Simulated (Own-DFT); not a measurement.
# Point defects and the pressure they add: zincblende GaAs

No measurement is shown. These are fixed-geometry runs of a retired plane-wave code named Own-DFT, which no person has reviewed; spin and spin-orbit coupling are neglected.

Settings: PBE; PseudoDojo norm-conserving scalar-relativistic files; cutoff 42 hartree; 3 x 3 x 3 k mesh centred on Gamma; Fermi-Dirac smearing of 0.1 eV.

Known weak points (not all hold for every row): not probed for a lower state with spin; forces on such cells failed a check on a denser k mesh; forces not confirmed at this smearing and k mesh; forces on such cells passed a denser k mesh, each cell not checked; stress not checked against mesh or cutoff.

All runs share one cell, with vectors in Å (11.307, 0.000, 0.000); (0.000, 11.307, 0.000); (0.000, 0.000, 11.307) and a volume of 1445.4 Å³. u is the rms random offset of the atoms per axis. The defect's site can differ from row to row.

```
cell,formula,u (Å),P (GPa)
no defect,As32Ga32,0.0193,3.50
no defect,As32Ga32,0.0199,3.51
no defect,As32Ga32,0.0494,3.93
one As on a Ga site,As33Ga31,0.0303,4.27
one As on a Ga site,As33Ga31,0.0309,4.30
one As on a Ga site,As33Ga31,0.0496,?
one As on a Ga site,As33Ga31,0.0525,4.59
two Ga vacancies,As32Ga30,0.0266,2.97
two Ga vacancies,As32Ga30,0.0286,2.99
two Ga vacancies,As32Ga30,0.0287,2.90
one As on a Ga site and one Ga on an As site,As32Ga32,0.0291,3.89
one As on a Ga site and one Ga on an As site,As32Ga32,0.0297,3.90
one As on a Ga site and one Ga on an As site,As32Ga32,0.0503,4.27
one Al on a Ga site,AlAs32Ga31,0.0482,3.90
one Al on a Ga site,AlAs32Ga31,0.0489,3.88
one Al on a Ga site,AlAs32Ga31,0.0513,3.96
```

## What the rows give

P = P0 + c u² + a shift for each defect gives P0 = 3.43 GPa, c = 200 ± 13 GPa/Å² and a scatter of 0.04 GPa. The shifts, and each times the cell's volume:

- one As on a Ga site: 0.64 ± 0.03 GPa, 5.8 eV
- one As on a Ga site and one Ga on an As site: 0.31 ± 0.03 GPa, 2.8 eV
- one Al on a Ga site: -0.01 ± 0.03 GPa, -0.1 eV (not resolved)
- two Ga vacancies: -0.64 ± 0.03 GPa, -5.7 eV (-2.9 eV for each of its 2 sites)

Against the defect-free cell, a freed cell would be larger where the shift is positive and smaller where it is negative (160.2 GPa Å³ is 1 eV). The atoms around the defects weren't relaxed, which would change these numbers.

## Check

Q: what pressure belongs in the blank (one As on a Ga site, u = 0.0496 Å)?

The fitted form gives 4.57 ± 0.04 GPa. Computed: 4.60 GPa.
